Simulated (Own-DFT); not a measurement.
# Strain and stress in wurtzite AlN, 128 atoms (Al64N64)

Calculated, not measured: single-point runs of Own-DFT, a retired in-house plane-wave DFT program that no person has reviewed, on unrelaxed cells, without spin or spin-orbit coupling.

Method: PBE; PseudoDojo norm-conserving scalar-relativistic files; cutoff 42 hartree; 3 x 3 x 3 k mesh centred on Gamma; Gaussian smearing of 0.01 eV.

Limits: k mesh not checked against a denser one; stress not checked against mesh or cutoff.

Unstrained cell vectors in Å: (12.448, 0.000, 0.000); (-6.224, 10.780, 0.000); (0.000, 0.000, 9.964). The unstrained cell has measured lattice constants (interpolated for alloys), not those of this functional. That, the random moves and any unrelaxed bonds set the pressure at no strain. In each run the cell takes a homogeneous strain; fractional positions stay. Each coordinate of each atom was shifted by a normal deviate of width 0.05 Å. Stress is counted positive in tension, P = -(s_xx + s_yy + s_zz)/3, and strain components are those of the symmetric tensor.

| run | e_xx (%) | e_yy (%) | e_zz (%) | e_yz (%) | e_xz (%) | e_xy (%) | s_xx (GPa) | s_yy (GPa) | s_zz (GPa) | s_yz (GPa) | s_xz (GPa) | s_xy (GPa) | P (GPa) | E (meV/atom) |
|---|---|---|---|---|---|---|---|---|---|---|---|---|---|---|
| 1 | 0.97 | -1.18 | -0.02 | 0.88 | -0.17 | 1.78 | -3.97 | -10.07 | -5.43 | 2.29 | 0.69 | 6.42 | 6.49 | 19.3 |
| 2 | 1.21 | -1.16 | -1.00 | 0.41 | -1.42 | 0.94 | -1.96 | -11.49 | -10.58 | 2.01 | -3.90 | 3.41 | 8.01 | 25.6 |
| 3 | -0.38 | 1.00 | -0.15 | 0.82 | 0.35 | 0.00 | -8.10 | -0.80 | -5.71 | 2.47 | 1.11 | -1.74 | 4.87 | 10.4 |
| 4 | 0.60 | -0.40 | -1.06 | -0.60 | -1.80 | -0.43 | -5.48 | -6.69 | -10.41 | -1.60 | -4.56 | -1.24 | 7.53 | 22.3 |
| 5 | 1.62 | -1.14 | 1.15 | -0.85 | 1.54 | 0.22 | 0.90 | -8.04 | 0.44 | -2.09 | 3.69 | 0.44 | 2.23 | 0.0 |
| 6 | 1.81 | -1.02 | -0.74 | -1.51 | 1.26 | 1.04 | 1.15 | -8.36 | -9.94 | -3.55 | 3.47 | 3.75 | 5.72 | 14.0 |
| 7 | 0.85 | 1.35 | -0.28 | -1.88 | 0.59 | 1.10 | 0.41 | 0.39 | -4.81 | -4.46 | 1.17 | 3.23 | 1.34 | 3.7 |
| 8 | 1.99 | 0.74 | -1.97 | -1.32 | -1.75 | 0.91 | 0.40 | -1.17 | -12.99 | -4.18 | -5.28 | 2.55 | 4.59 | 39.0 |
| 9 | -1.33 | -0.66 | -1.68 | -1.42 | -0.02 | -1.07 | -13.51 | -12.06 | -17.84 | -4.40 | -0.08 | -5.07 | 14.47 | 46.2 |
| 10 | 1.81 | -0.79 | 0.70 | -0.41 | 0.85 | -1.32 | 1.64 | -8.09 | -1.41 | -0.51 | 2.20 | -5.36 | 2.62 | 20.6 |
| 11 | 1.84 | 0.43 | -0.64 | 1.07 | -0.23 | 0.03 | 3.22 | -3.63 | -7.40 | 2.52 | -0.36 | 0.37 | 2.61 | 16.7 |
| 12 | -1.70 | 1.47 | -1.56 | 1.82 | 1.62 | 1.12 | -13.99 | -2.19 | -14.37 | 5.38 | 3.66 | 4.60 | 10.18 | 41.1 |
| 13 | 1.02 | 1.33 | 1.75 | 1.13 | 1.16 | -0.62 | 1.51 | 3.37 | 2.45 | 2.79 | 3.15 | -1.78 | -2.44 | 1.4 |
| 14 | -0.96 | -0.82 | 1.65 | 1.26 | 0.72 | -1.64 | -11.00 | -10.76 | 1.49 | 2.62 | 2.29 | -6.75 | 6.76 | 29.0 |
| 15 | -0.70 | 1.06 | -1.85 | 1.72 | 1.19 | 0.01 | -10.16 | -1.86 | -15.89 | 4.99 | 3.38 | 0.35 | 9.30 | 32.9 |
| 16 | -1.70 | 0.32 | -1.02 | -0.73 | 1.71 | 1.62 | ? | ? | ? | ? | ? | ? | ? | ? |

E is the free energy for each atom above the lowest run shown.

## Analysis

Regress every stress component on the fractional strains (shears doubled) of the visible runs, with a constant. Shear strains stay in the fit of a normal stress only where such slopes are resolved. The slopes, in GPa:

| stress | at no strain | per e_xx | per e_yy | per e_zz | scatter |
|---|---|---|---|---|---|
| s_xx | -6.3 | 468 ± 23 | 107 ± 27 | 80 ± 23 | 1.02 |
| s_yy | -5.9 | 114 ± 22 | 480 ± 26 | 59 ± 22 | 0.97 |
| s_zz | -6.2 | 96 ± 24 | 66 ± 28 | 497 ± 24 | 1.06 |

The slope of each shear stress on twice its own strain, from a fit on all six strains: yz 135 ± 7, xz 129 ± 7, xy 184 ± 11 GPa. These are stiffnesses along x, y and z of the frame in which the cell vectors are given, with the crystal's c axis along z: C11, C12, C13 and C33. Hexagonal symmetry asks that xx and yy behave alike, which is a second check on the noise. These are clamped-ion slopes: internal relaxation, where symmetry allows it, would soften some. The table should be nearly symmetric about its diagonal, and what it lacks of that shows the noise. A ninth of the table's sum, 218 ± 5 GPa, estimates the bulk modulus near the mean pressure of these runs, 5.6 GPa, so it lies above the value at zero pressure.

## Prediction

Q: what normal stresses and pressure should run 16 give?

The fitted form gives s_xx = -14.8, s_yy = -6.9, s_zz = -12.7 and P = 11.5 GPa. The hidden result is -14.35, -7.42, -11.11 and P = 10.96 GPa.
